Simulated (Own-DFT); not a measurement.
SiC (2H silicon carbide, atoms displaced), GaP (zincblende, strained, atoms displaced), SiC (4H silicon carbide, strained, atoms displaced) (calculated)

Computed with Own-DFT development build. A calculation, not a measurement: plane-wave PBE density functional theory by an unreviewed code, no spin, of a simulated periodic cell, stress positive in tension, free energy of the whole cell less one offset for each atom, forces on such cells passed a denser k mesh, this cell's mesh not checked; offsets are fitted by least squares, one for each functional and potential file, so energies compare only between cells with the same atoms and settings and are not formation energies; the far tail of each file's local potential was reset to the Coulomb form; each entry is a single point on an unrelaxed cell, so the pressure reflects the starting lattice, mostly measured values (interpolated for alloys), from which strain is counted, and rises with the displacements; printed positions are rounded, which can move forces by about a meV/angstrom; the program, named Own-DFT, is a retired in-house code; no spin-orbit coupling.

Settings shared by all entries: functional PBE; potential files PseudoDojo norm-conserving, scalar-relativistic, standard set; wave cutoff 42 hartree; occupations Fermi-Dirac; smearing width 0.1 eV.

(1) SiC (2H silicon carbide, atoms displaced)

```
CELL_PARAMETERS angstrom
6.16540 0.00000 0.00000
-3.08270 5.33940 0.00000
0.00000 0.00000 10.06810
ATOMIC_POSITIONS crystal
Si 0.00758 0.01009 0.00549
Si 0.16597 0.33354 0.25094
C 0.00857 0.00747 0.18642
C 0.16614 0.33376 0.43990
Si 0.99507 0.99886 0.50133
Si 0.15948 0.32992 0.74694
C 0.99932 0.00045 0.68694
C 0.16060 0.32730 0.93391
Si 0.99654 0.49388 0.00139
Si 0.16426 0.83097 0.25250
C 0.98487 0.49165 0.18015
C 0.16429 0.83058 0.43334
Si 0.99774 0.49283 0.49924
Si 0.16979 0.83281 0.75053
C 0.99881 0.50202 0.68719
C 0.15413 0.81970 0.93471
Si 0.49840 0.99605 0.00412
Si 0.66678 0.33485 0.24845
C 0.49962 0.99788 0.19073
C 0.66377 0.33846 0.43477
Si 0.49945 0.00775 0.50297
Si 0.66990 0.33850 0.75101
C 0.49772 0.99436 0.68846
C 0.67508 0.32989 0.94233
Si 0.50129 0.50152 0.00081
Si 0.66684 0.83318 0.25211
C 0.49768 0.49642 0.18424
C 0.66667 0.83818 0.43232
Si 0.51583 0.50406 0.49557
Si 0.66369 0.83714 0.74713
C 0.49740 0.49406 0.69299
C 0.66011 0.83369 0.93789
```

| Item | Value |
| --- | --- |
| hardware | one NVIDIA H100 |
| k mesh | 5 x 5 x 3 centred on Gamma |
| free energy of cell above offsets | -4.544 eV |
| pressure | 3.93 GPa |
| stress xx | -2.35 GPa |
| stress yy | -1.89 GPa |
| stress zz | -7.55 GPa |
| stress yz | 0.5 GPa |
| stress xz | 0.46 GPa |
| stress xy | 0.65 GPa |
| wall time | 121.4 s |

Force:
```csv
element,x (eV/Å),y (eV/Å),z (eV/Å)
Si,-0.468,-1.711,-1.979
Si,-0.329,0.356,-0.28
C,-0.463,-0.828,1.226
C,0.7,-0.04,-0.406
Si,0.666,0.008,-0.705
Si,0.517,0.254,0.452
C,-0.026,-0.476,-0.049
C,0.649,0.817,0.655
Si,0.498,0.302,-1.302
Si,0.114,-0.132,-1.462
C,1.557,1.005,2.454
C,-0.158,0.057,1.765
Si,-0.192,1.128,0.023
Si,-0.885,-0.081,-0.023
C,0.08,-0.217,-0.402
C,0.495,1.496,1.163
Si,-0.583,-0.168,-0.799
Si,-0.541,-0.692,-0.421
C,-0.25,-0.168,0.049
C,1.594,-0.803,0.127
Si,-0.033,-0.992,-1.117
Si,0.068,-0.779,0.821
C,-0.41,1.281,-0.395
C,-1.826,-0.292,-0.919
Si,0.041,-0.306,-1.245
Si,0.243,0.096,-1.665
C,-0.268,0.585,1.263
C,-0.002,-0.041,1.847
Si,-2.646,0.398,1.462
Si,0.991,-0.987,1.173
C,-0.147,0.814,-1.483
C,1.016,0.113,0.171
```

(2) GaP (zincblende, strained, atoms displaced)

```
CELL_PARAMETERS angstrom
10.86200 0.00000 0.00000
0.00000 10.86200 0.00000
0.00000 0.00000 10.94390
ATOMIC_POSITIONS crystal
Ga 0.00677 0.99583 0.99361
Ga 0.01932 0.23421 0.25719
Ga 0.25632 0.99554 0.24523
Ga 0.23441 0.24400 0.99806
P 0.12362 0.12748 0.14064
P 0.12231 0.36290 0.37891
P 0.38002 0.13070 0.36385
P 0.37514 0.36693 0.12178
Ga 0.00977 0.99486 0.49807
Ga 0.99925 0.25360 0.75253
Ga 0.23783 0.00878 0.74388
Ga 0.24878 0.25242 0.49993
P 0.12488 0.13126 0.64089
P 0.11769 0.37837 0.87877
P 0.38010 0.12348 0.88611
P 0.37100 0.37026 0.62593
Ga 0.99356 0.50499 0.00635
Ga 0.01027 0.75793 0.26391
Ga 0.25959 0.49695 0.24608
Ga 0.25110 0.75469 0.99860
P 0.11578 0.62267 0.13506
P 0.11405 0.87566 0.36838
P 0.37456 0.61886 0.36567
P 0.39024 0.87970 0.12528
Ga 0.00404 0.50090 0.49536
Ga 0.99275 0.75192 0.74792
Ga 0.24804 0.50156 0.74705
Ga 0.25442 0.74250 0.50113
P 0.13762 0.62231 0.62367
P 0.12535 0.87812 0.87349
P 0.37142 0.62184 0.86348
P 0.37674 0.87089 0.61536
Ga 0.49722 0.00328 0.00069
Ga 0.50025 0.25173 0.23886
Ga 0.74924 0.00666 0.24189
Ga 0.74371 0.25270 0.99309
P 0.62457 0.11154 0.11656
P 0.62259 0.37235 0.37175
P 0.86626 0.12916 0.37689
P 0.86277 0.37162 0.12865
Ga 0.50938 0.00556 0.49181
Ga 0.49150 0.23877 0.75458
Ga 0.74846 0.00054 0.75997
Ga 0.74958 0.26752 0.49138
P 0.61533 0.12545 0.62660
P 0.62338 0.38737 0.87281
P 0.88235 0.12737 0.87385
P 0.87226 0.38065 0.64099
Ga 0.49980 0.50922 0.00012
Ga 0.49995 0.74132 0.25981
Ga 0.74322 0.50381 0.25343
Ga 0.74179 0.75363 0.00912
P 0.63175 0.63451 0.12755
P 0.62252 0.87137 0.37810
P 0.87523 0.62461 0.38130
P 0.87269 0.88851 0.13808
Ga 0.50363 0.49821 0.49515
Ga 0.48849 0.75705 0.73826
Ga 0.75497 0.49795 0.74142
Ga 0.75130 0.75482 0.50052
P 0.63993 0.62689 0.61676
P 0.62379 0.87767 0.87547
P 0.87496 0.62483 0.86332
P 0.87066 0.87814 0.63528
```

| Quantity | Value |
| --- | --- |
| k mesh | 3 x 3 x 3 centred on Gamma |
| free energy of cell above offsets | -29.583 eV |
| pressure | 4.43 GPa |
| stress xx | -4.43 GPa |
| stress yy | -4.83 GPa |
| stress zz | -4.03 GPa |
| stress yz | -0.27 GPa |
| stress xz | -0.22 GPa |
| stress xy | 0.89 GPa |

Force:
```csv
element,x (eV/Å),y (eV/Å),z (eV/Å)
Ga,-0.954,0.822,1.454
Ga,-3.931,2.09,1.313
Ga,0.041,0.139,0.429
Ga,0.813,0.323,0.249
P,1.702,-2.599,-3.432
P,0.561,1.764,-0.29
P,-0.601,-0.61,1.145
P,-0.369,1.048,-1.071
Ga,-1.688,1.211,1.297
Ga,-0.361,0.327,0.404
Ga,2.502,-1.751,1.474
Ga,0.53,-0.949,0.27
P,-0.788,0.648,-3.082
P,0.443,0.335,-0.055
P,-2.177,0.071,-0.892
P,0.647,0.496,0.059
Ga,-0.802,-0.435,-0.2
Ga,-3.242,-2.478,-2.428
Ga,-1.365,-0.852,-0.23
Ga,0.155,-0.535,0.43
P,1.222,0.579,-0.54
P,4.098,1.522,2.214
P,-0.127,0.049,1.503
P,-1.393,-1.53,0.392
Ga,-0.155,-0.357,0.959
Ga,1.178,-0.226,-0.103
Ga,0.093,-1.371,0.436
Ga,-0.162,0.544,-1.063
P,-2.046,0.499,-0.2
P,0.318,-0.778,-0.468
P,0.452,0.939,1.179
P,-1.01,2.114,-0.507
Ga,0.707,-0.989,-0.634
Ga,0.906,-0.715,0.078
Ga,-0.701,0.059,1.904
Ga,0.226,-0.162,0.168
P,0.111,2.343,0.336
P,-0.735,0.647,-0.801
P,1.029,-0.419,0.219
P,1.233,-0.061,0.239
Ga,-1.12,-0.11,0.18
Ga,0.551,1.486,-0.153
Ga,-0.059,0.792,-0.611
Ga,0.533,-1.16,1.822
P,1.609,0.338,-0.024
P,-0.349,-0.98,-0.385
P,-0.765,-0.13,0.538
P,1.694,-1.566,-3.154
Ga,-0.117,-0.237,0.133
Ga,0.531,1.104,-0.944
Ga,0.811,-0.211,-0.11
Ga,1.826,1.049,-1.324
P,-1.567,-1.301,0.603
P,0.772,0.414,-0.827
P,0.094,0.441,-0.659
P,1.516,-2.034,-1.793
Ga,-0.191,0.117,0.8
Ga,1.852,-1.198,1.038
Ga,-1.743,1.492,1.636
Ga,0.729,0.391,-0.11
P,-2.116,-0.37,0.686
P,-0.852,-0.652,0.068
P,-0.413,0.219,1.868
P,0.415,0.352,-1.433
```

(3) SiC (4H silicon carbide, strained, atoms displaced)

```
CELL_PARAMETERS angstrom
9.19780 -0.14530 0.03480
-4.72470 8.06650 0.00210
0.03790 0.02460 10.01570
ATOMIC_POSITIONS crystal
Si 0.00465 0.99850 0.40250
Si 0.10964 0.21579 0.15235
C 0.99762 0.01133 0.09674
C 0.12175 0.22628 0.34926
Si 0.01131 0.34079 0.40873
Si 0.11674 0.54580 0.15704
C 0.99436 0.33535 0.08749
C 0.09725 0.55428 0.34330
Si 0.99460 0.67420 0.40975
Si 0.11072 0.89784 0.15226
C 0.00120 0.67445 0.09368
C 0.10335 0.88602 0.33227
Si 0.32747 0.99965 0.40369
Si 0.45254 0.22104 0.15648
C 0.32495 0.99308 0.09755
C 0.44973 0.22598 0.35257
Si 0.34261 0.33439 0.39943
Si 0.44638 0.56312 0.15361
C 0.33937 0.34062 0.09754
C 0.45456 0.55321 0.34836
Si 0.32508 0.66175 0.40284
Si 0.44649 0.88825 0.15406
C 0.33686 0.66635 0.09074
C 0.44841 0.88593 0.33841
Si 0.66442 0.00803 0.40793
Si 0.77914 0.22338 0.15143
C 0.66849 0.00011 0.08664
C 0.77757 0.21917 0.34306
Si 0.67295 0.34137 0.40720
Si 0.77535 0.55298 0.15173
C 0.67276 0.33797 0.09326
C 0.78495 0.55431 0.34304
Si 0.66266 0.67109 0.40665
Si 0.78364 0.88887 0.15949
C 0.65724 0.66975 0.09109
C 0.77850 0.89509 0.33757
Si 0.00599 0.00394 0.90576
Si 0.89490 0.77900 0.66098
C 0.00218 0.99308 0.58954
C 0.88687 0.78163 0.85242
Si 0.00141 0.67140 0.90553
Si 0.88532 0.44138 0.65734
C 0.99873 0.67480 0.58984
C 0.90681 0.45322 0.85043
Si 0.99614 0.33654 0.90469
Si 0.88602 0.09901 0.64961
C 0.99806 0.33135 0.59639
C 0.89873 0.12017 0.84148
Si 0.67421 0.99134 0.90754
Si 0.55197 0.77955 0.65270
C 0.67617 0.00439 0.58799
C 0.54789 0.77594 0.83701
Si 0.66473 0.66872 0.90407
Si 0.55013 0.44242 0.65954
C 0.66736 0.66802 0.59234
C 0.55251 0.44581 0.83860
Si 0.67100 0.33310 0.90380
Si 0.53978 0.10342 0.65039
C 0.67586 0.34096 0.58634
C 0.56026 0.12249 0.85030
Si 0.33744 0.99559 0.89934
Si 0.21208 0.76995 0.65358
C 0.32722 0.98699 0.59374
C 0.22291 0.76526 0.84193
Si 0.33388 0.67675 0.90851
Si 0.21583 0.44758 0.66044
C 0.33664 0.65842 0.59173
C 0.22202 0.43914 0.84604
Si 0.33498 0.34112 0.92044
Si 0.22462 0.11324 0.65537
C 0.32514 0.31991 0.59404
C 0.20608 0.10193 0.83953
```

| Property | Result |
| --- | --- |
| hardware | one NVIDIA H100 |
| k mesh | 4 x 4 x 3 centred on Gamma |
| free energy of cell above offsets | -5.249 eV |
| pressure | 8.44 GPa |
| stress xx | -8.29 GPa |
| stress yy | -7.55 GPa |
| stress zz | -9.46 GPa |
| stress yz | 1.09 GPa |
| stress xz | 0.99 GPa |
| stress xy | -8.92 GPa |
| wall time | 374.3 s |

Force:
```csv
element,x (eV/Å),y (eV/Å),z (eV/Å)
Si,-1.297,0.451,0.19
Si,-0.829,3.463,1.839
C,2.028,-2.448,-1.882
C,-1.326,-0.391,-1.646
Si,-1.129,-1.725,-0.146
Si,-2.79,1.849,-0.348
C,2.114,-0.614,1.012
C,1.9,0.653,0.28
Si,1.132,-0.556,-1.89
Si,-0.818,-1.751,-0.378
C,0.697,-0.644,-0.495
C,0.894,0.818,2.323
Si,1.017,-0.617,-0.466
Si,-1.277,-0.024,0.483
C,2.085,1.661,-1.615
C,0.509,-1.142,-1.921
Si,-0.761,-0.008,2.292
Si,-0.008,-1.151,1.668
C,0.293,-1.139,1.121
C,-3.508,0.179,-2.016
Si,1.225,0.108,0.222
Si,-0.438,0.138,-0.153
C,-0.623,0.412,0.889
C,-1.718,0.07,1.233
Si,1.517,-1.19,-1.481
Si,-0.459,-0.677,1.137
C,0.232,-0.103,1.591
C,0,1.625,-0.341
Si,1.011,-0.972,-1
Si,-0.007,1.592,0.903
C,-0.225,-0.93,-0.678
C,-2.732,0.805,-0.677
Si,2.896,0.833,0.175
Si,-2.321,-0.05,-1.209
C,2.835,0.3,-0.268
C,0.079,-0.358,2.208
Si,-3.088,-0.577,0.995
Si,-2.012,0.025,-0.292
C,-0.407,0.428,0.142
C,1.072,-0.243,-1.429
Si,-0.01,-0.003,1.387
Si,1.164,0.661,0.142
C,0.553,-1.914,1.385
C,-3.491,-0.173,-2.112
Si,2.511,-0.647,-0.045
Si,1.254,2.246,1.292
C,-0.328,0.026,-0.43
C,-0.504,-1.935,-0.271
Si,-1.301,1.691,-1.661
Si,1.617,0.032,-0.423
C,-2.938,-1.356,1.034
C,1.398,0.682,0.93
Si,-0.887,-0.651,-0.136
Si,0.194,0.148,-2.239
C,-0.091,0.071,0.923
C,1.141,-0.104,2.435
Si,-0.633,2.111,0.406
Si,3.49,2.238,1.176
C,-2.033,-1.546,2.347
C,1.089,-2.744,-2.225
Si,-1.941,0.346,1.188
Si,2.225,-0.306,0.325
C,-1.424,0.707,-0.797
C,-2.191,2.715,-0.77
Si,1.703,-3.321,-0.612
Si,2.163,-1.924,-0.041
C,-2.565,1.116,-0.688
C,-0.414,1.669,0.765
Si,0.118,-1.34,-3.704
Si,-0.484,-1.678,0.206
C,0.08,2.961,-0.807
C,4.779,2.121,0.645
```

(4) GaP (zincblende, strained, atoms displaced)

```
CELL_PARAMETERS angstrom
10.86200 0.00000 0.00000
0.00000 10.86200 0.00000
0.00000 0.00000 10.93610
ATOMIC_POSITIONS crystal
Ga 0.00670 0.99078 0.00162
Ga 0.98683 0.24921 0.25210
Ga 0.24388 0.99743 0.25461
Ga 0.24824 0.24833 0.99937
P 0.13167 0.12086 0.11999
P 0.11977 0.37917 0.37273
P 0.37212 0.12583 0.37341
P 0.38199 0.37551 0.13446
Ga 0.00227 0.99385 0.50549
Ga 0.99565 0.25912 0.75464
Ga 0.25089 0.00355 0.75426
Ga 0.24914 0.23955 0.49313
P 0.12549 0.11555 0.62218
P 0.12167 0.37180 0.87579
P 0.38118 0.12865 0.87749
P 0.38165 0.37488 0.62526
Ga 0.00279 0.49769 0.00217
Ga 0.00110 0.74771 0.25272
Ga 0.25107 0.50493 0.25470
Ga 0.24593 0.75039 0.99322
P 0.13048 0.62481 0.12503
P 0.12469 0.87535 0.36595
P 0.37507 0.61785 0.36724
P 0.37690 0.87051 0.12858
Ga 0.99990 0.50528 0.50007
Ga 0.00869 0.74843 0.75318
Ga 0.26147 0.49408 0.75495
Ga 0.24524 0.74670 0.49558
P 0.11902 0.61903 0.62938
P 0.12627 0.87686 0.86624
P 0.37792 0.62129 0.87585
P 0.36805 0.87480 0.62168
Ga 0.50566 0.00062 0.00390
Ga 0.50114 0.24654 0.25298
Ga 0.75443 0.00356 0.24361
Ga 0.74843 0.24353 0.99727
P 0.62355 0.12086 0.12196
P 0.61610 0.37634 0.37082
P 0.86971 0.13579 0.37545
P 0.87619 0.37530 0.13219
Ga 0.50070 0.99115 0.49223
Ga 0.50618 0.24583 0.74458
Ga 0.75041 0.99440 0.75052
Ga 0.74371 0.24629 0.49581
P 0.63130 0.12513 0.63155
P 0.62694 0.36737 0.88133
P 0.86860 0.12411 0.87480
P 0.87344 0.37387 0.62553
Ga 0.49518 0.49942 0.00370
Ga 0.51282 0.74952 0.25426
Ga 0.75007 0.50180 0.24538
Ga 0.74664 0.74484 0.00710
P 0.62942 0.61731 0.12132
P 0.62940 0.88102 0.37888
P 0.87312 0.62488 0.37606
P 0.87836 0.86765 0.12836
Ga 0.49088 0.49929 0.50034
Ga 0.50706 0.75660 0.74957
Ga 0.75027 0.50814 0.74828
Ga 0.74868 0.74480 0.50094
P 0.62127 0.62173 0.62082
P 0.62269 0.87843 0.86626
P 0.87588 0.62548 0.87267
P 0.87133 0.87256 0.63294
```

| Property | Result |
| --- | --- |
| hardware | one NVIDIA H100 |
| k mesh | 3 x 3 x 3 centred on Gamma |
| stress yy | withheld |
| pressure | withheld |
| stress xx | withheld |

Q: GaP (zincblende, strained, atoms displaced) (entry 4): stress yy?
A: -3.8 GPa

Q: Give the missing pressure for GaP (zincblende, strained, atoms displaced) (entry 4).
A: 3.65 GPa

Q: What stress xx does the calculation give for GaP (zincblende, strained, atoms displaced) (entry 4)?
A: -3.83 GPa

Q: Give the table of force values for GaP (zincblende, strained, atoms displaced) (entry 4).
A: 
Force:
```csv
element,x (eV/Å),y (eV/Å),z (eV/Å)
Ga,-0.737,0.664,-0.259
Ga,1.913,0.094,-0.408
Ga,1.242,0.511,-1.076
Ga,0.793,0.569,0.211
P,-1.14,0.208,0.878
P,0.384,-0.607,0.177
P,0.711,-0.96,-0.305
P,-1.277,-0.207,-0.73
Ga,-0.858,-0.024,-0.739
Ga,-0.1,-1.368,-0.695
Ga,0.706,0.251,-0.406
Ga,-0.576,1.353,0.853
P,-0.131,1.401,0.764
P,0.911,0.484,0.21
P,-0.311,-0.309,-0.212
P,-0.982,-1.104,-0.095
Ga,-0.366,0.242,0.096
Ga,0.015,-0.543,-0.294
Ga,-0.575,-1.301,-0.926
Ga,0.648,0.064,0.406
P,-0.572,0.101,-0.164
P,-0.693,-0.514,1.531
P,0.646,1.709,1.247
P,0.008,0.136,-0.249
Ga,-0.465,-0.899,0.139
Ga,-1.094,-0.103,-0.364
Ga,-0.986,-0.011,-0.386
Ga,0.11,-0.323,0.153
P,1.443,0.235,-0.172
P,0.24,-0.144,0.918
P,0.184,0.935,-0.106
P,0.542,-0.214,0.19
Ga,-1.062,-0.763,-0.568
Ga,-0.041,-0.316,-0.414
Ga,0.07,-0.11,0.483
Ga,0.363,0.516,0.884
P,0.477,0.651,0.764
P,0.958,0.229,0.602
P,0.431,-2.17,0.332
P,-0.534,-0.077,-1.491
Ga,-0.739,1.313,1.38
Ga,-0.236,0.591,0.775
Ga,0.204,0.839,0.055
Ga,-0.311,1.154,0.668
P,-0.492,-0.966,-1.4
P,-0.432,1.317,-0.832
P,1.302,-0.626,0.137
P,-0.37,0.445,-0.594
Ga,0.497,-0.696,-0.299
Ga,-0.582,-0.184,-0.41
Ga,0.051,-0.529,0.889
Ga,0.479,0.657,-1.251
P,-0.873,0.642,0.435
P,0.907,-0.871,-0.897
P,0.027,0.023,-0.246
P,-0.292,0.479,-0.416
Ga,0.582,0.071,-0.436
Ga,-1.263,-0.93,-0.828
Ga,-0.221,-1.174,0.225
Ga,0.115,0.563,0.238
P,-0.143,0.318,0.215
P,0.527,-0.296,1.951
P,0.228,0.223,0.78
P,0.74,-0.651,-0.914
```

Further results for GaP (zincblende, strained, atoms displaced) (entry 4):

| Quantity | Value |
| --- | --- |
| free energy of cell above offsets | -33.115 eV |
| stress zz | -3.33 GPa |
| stress yz | -0.19 GPa |
| stress xz | 0.01 GPa |
| stress xy | -0.3 GPa |
| wall time | 536.9 s |
